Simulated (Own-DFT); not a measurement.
# Strain and stress in 4H SiC, 72 atoms (C36Si36)

All numbers below are calculated, not measured. The program, named Own-DFT, is a retired in-house plane-wave density functional code that no person has reviewed. Each row is one single-point run on a periodic cell that was not relaxed, without spin or spin-orbit coupling.

Settings of every run: PBE; PseudoDojo norm-conserving scalar-relativistic files; cutoff 42 hartree; 4 x 4 x 3 k mesh centred on Gamma; Fermi-Dirac smearing of 0.1 eV.

Known limits: forces on such cells passed a denser k mesh, each cell not checked; stress not checked against mesh or cutoff.

Unstrained cell vectors in Å: (9.248, 0.000, 0.000); (-4.624, 8.009, 0.000); (0.000, 0.000, 10.068). The unstrained cell has measured lattice constants (interpolated for alloys), not those of this functional. That, the random moves and any unrelaxed bonds set the pressure at no strain. Each run strains this cell uniformly, with the atoms carried along. Every atom was also moved at random, by a Gaussian of width 0.05 Å on each axis. Strain is the symmetric tensor, in per cent. Stress is positive in tension, and the pressure is minus a third of its trace.

```
run  e_xx (%)  e_yy (%)  e_zz (%)  e_yz (%)  e_xz (%)  e_xy (%)  s_xx (GPa)  s_yy (GPa)  s_zz (GPa)  s_yz (GPa)  s_xz (GPa)  s_xy (GPa)  P (GPa)  E (meV/atom)
  1     -1.21      1.95     -1.71      0.46     -1.72      1.74      -10.51        3.72      -18.04        1.56       -6.52        7.54     8.28          46.9
  2     -1.52     -0.92     -0.24      0.04      1.31     -1.45      -13.95      -10.33       -9.59       -0.26        5.14       -6.11    11.29          16.6
  3     -1.39     -1.87      1.88     -1.75      1.08      0.39      -13.13      -16.02        3.68       -5.79        3.07        0.93     8.49          27.1
  4      1.45     -0.92      0.60      0.90     -1.27      0.32        2.08      -10.46       -1.79        3.96       -4.52        1.41     3.39          37.1
  5      1.38     -1.13      0.05      0.18     -0.29     -0.33        1.52       -8.66       -5.47        1.23       -0.27       -2.32     4.20           0.0
  6      1.01     -1.40     -0.39     -0.36     -1.34     -1.78       -0.14      -12.13       -8.74       -1.02       -4.62       -8.10     7.00          15.1
  7     -1.69      1.23     -0.65      0.42     -0.13      1.91      -13.41        0.32      -10.90        1.98       -0.09        8.36     8.00          29.3
  8      1.20     -0.75     -0.20     -1.95     -1.44      0.83        0.85       -5.02      -10.13       -6.33       -5.42        3.97     4.77          33.6
  9      0.52      0.38      0.38     -1.24      0.57     -1.56       -1.73       -1.85       -4.08       -4.97        1.63       -6.78     2.56          24.0
 10     -0.74      1.98     -0.35     -2.00      1.40      0.54       -7.25        5.22       -7.50       -5.93        4.92        2.02     3.18          23.1
 11      0.59      0.14     -1.49      0.63     -1.54     -1.08       -1.63       -5.59      -14.99        1.61       -5.68       -6.21     7.40          26.8
 12     -1.06      0.09     -0.77     -1.09     -1.72     -1.02      -12.35       -4.98      -11.35       -4.58       -6.66       -4.44     9.56          29.1
 13     -1.46      1.39     -0.14     -0.84     -1.32      0.22      -13.52        1.58       -8.84       -2.42       -4.06        2.14     6.93          45.7
 14     -1.63     -0.05     -1.13     -1.36      0.48      0.26      -14.57       -6.64      -16.25       -4.69        1.58        1.11    12.49          42.3
 15      0.60     -0.37     -0.01      1.04      1.06      1.12       -2.29       -6.02       -5.92        4.58        2.30        5.54     4.74          17.8
 16     -0.45      0.52      1.67     -1.72     -0.40     -1.41       -7.48       -2.23        3.70       -5.47       -1.42       -6.77     2.01          31.1
 17      1.24      0.33     -0.55     -0.64      0.78      1.86           ?           ?           ?           ?           ?           ?        ?             ?
```

E is the free energy for each atom above the lowest run shown.

## Worked fit

Each stress component was fitted by least squares to a constant and the strains of the runs shown, as fractions, with shears doubled. Shear strains stay in the fit of a normal stress only where such slopes are resolved. The slopes, in GPa:

| stress | at no strain | per e_xx | per e_yy | per e_zz | scatter |
|---|---|---|---|---|---|
| s_xx | -5.2 | 553 ± 16 | 61 ± 17 | 12 ± 19 | 0.65 |
| s_yy | -4.8 | 81 ± 30 | 529 ± 33 | 21 ± 36 | 1.23 |
| s_zz | -6.7 | 69 ± 26 | 48 ± 29 | 643 ± 31 | 1.06 |

Each shear stress against twice its own strain: yz 174 ± 6, xz 173 ± 9, xy 225 ± 9 GPa. These are stiffnesses along x, y and z of the frame in which the cell vectors are given, which need not be the crystal's axes. The atoms are held to the strained lattice; where symmetry lets them move under strain, relaxing them would lower some slopes. The table should be nearly symmetric about its diagonal, and what it lacks of that shows the noise. A ninth of its sum, 224 ± 8 GPa, estimates the bulk modulus near the mean pressure of these runs, 6.5 GPa, so it lies above the value at zero pressure.

## Withheld run

Question: what normal stresses and pressure should run 17 give?

The fit gives s_xx = 1.8, s_yy = -2.1, s_zz = -9.2 and P = 3.2 GPa. The calculation gave 1.89, -2.27, -8.16 and P = 2.85 GPa.
